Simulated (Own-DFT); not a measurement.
# Which arrangement is lower? Ga48P48, 96 atoms

All numbers below are calculated, not measured. The program, named Own-DFT, is a retired in-house plane-wave density functional code that no person has reviewed. Each row is one single-point run on a periodic cell that was not relaxed, without spin or spin-orbit coupling.

Settings of every run: PBE; PseudoDojo norm-conserving scalar-relativistic files; cutoff 42 hartree; 2 x 3 x 3 k mesh centred on Gamma; Fermi-Dirac smearing of 0.1 eV.

Known limits, some of them of some rows only: not probed for a lower state with spin; forces on such cells failed a check on a denser k mesh; forces on such cells passed a denser k mesh, each cell not checked; stress not checked against mesh or cutoff.

All cells hold the same atoms in the same cell, with vectors in Å (16.352, 0.000, 0.000); (0.000, 10.901, 0.000); (0.000, 0.000, 10.901). Every atom was moved at random from its ideal site; u is the rms move along one axis. The defect's site can differ from row to row. E is the free energy of the cell above the lowest run. The arrangements:

- A: zincblende GaP
- B: zincblende GaP, with one Ga on a P site and one P on a Ga site, 2.4 Å apart

```
arrangement   u (Å)  E (eV)  P (GPa)
          A  0.0195   0.000     2.70
          A  0.0195   0.043     2.71
          A  0.0200   0.111     2.73
          A  0.0472   3.213     3.20
          A  0.0497   3.333     3.22
          A  0.0499   3.831     3.28
          B  0.0299   4.158     2.94
          B  0.0300   4.043     2.93
          B  0.0312   4.440     3.01
          B  0.0478   6.191     3.28
          B  0.0483   6.503     3.30
          B  0.0495   7.069     3.38
```

Question: once the cost of the random moves is taken out, how do the arrangements rank?

## Worked answer

Fit E = a + b u², with one b for all and one a for each arrangement, and with residuals divided by u², since the noise grows with the moves. Then b = 1691 eV/Å², the scatter at u = 0.04 Å is 0.18 eV, and against A:

- B: 3.24 ± 0.07 eV (higher)

These are energies of unrelaxed cells. Relaxing the atoms lowers the strained arrangements most, so the gaps would shrink and small ones could change sign.
